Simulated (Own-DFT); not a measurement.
# What a defect does to the pressure of its cell: L1_0 TiAl

Everything here is calculated. The program is Own-DFT (plane waves, in-house, since retired, never reviewed by a person); positions were held fixed, and spin and spin-orbit coupling were off.

All runs used: PBE; PseudoDojo norm-conserving scalar-relativistic files; cutoff 42 hartree; 4 x 4 x 4 k mesh centred on Gamma; cold (Marzari-Vanderbilt) smearing of 0.2 eV.

Keep in mind: forces on such cells failed a check on a denser k mesh; stress not checked against mesh or cutoff.

All runs share one cell, with vectors in Å (5.622, 5.622, 0.000); (-5.622, 5.622, 0.000); (0.000, 0.000, 8.133) and a volume of 514.0 Å³. u is the rms random offset of the atoms per axis. The defect's site can differ from row to row.

| cell | formula | u (Å) | P (GPa) |
|---|---|---|---|
| no defect | Al16Ti16 | 0.0184 | 1.16 |
| no defect | Al16Ti16 | 0.0202 | 1.20 |
| no defect | Al16Ti16 | 0.0483 | 1.70 |
| one Ti vacancy | Al16Ti15 | 0.0273 | 0.50 |
| one Ti vacancy | Al16Ti15 | 0.0301 | 0.53 |
| one Ti vacancy | Al16Ti15 | 0.0331 | 0.58 |
| two Al vacancies | Al14Ti16 | 0.0310 | -0.54 |
| two Al vacancies | Al14Ti16 | 0.0323 | -0.49 |
| two Al vacancies | Al14Ti16 | 0.0457 | -0.36 |
| two Al vacancies | Al14Ti16 | 0.0504 | ? |

## Analysis

P = P0 + c u² + a shift for each defect gives P0 = 1.11 GPa, c = 237 ± 24 GPa/Å² and a scatter of 0.04 GPa. The shifts, and each times the cell's volume:

- one Ti vacancy: -0.79 ± 0.04 GPa, -2.5 eV
- two Al vacancies: -1.90 ± 0.04 GPa, -6.1 eV (-3.0 eV for each of its 2 sites)

Positive is outwards. The product with the volume (160.2 GPa Å³ to the eV) is nearly free of the cell's size; divided by the bulk modulus at the cell's pressure it gives the volume that the defect adds. The atoms around the defects weren't relaxed, which would change these numbers.

## Check

Q: what pressure belongs in the blank (two Al vacancies, u = 0.0504 Å)?

From the fit: -0.19 ± 0.06 GPa. DFT gave -0.12 GPa.
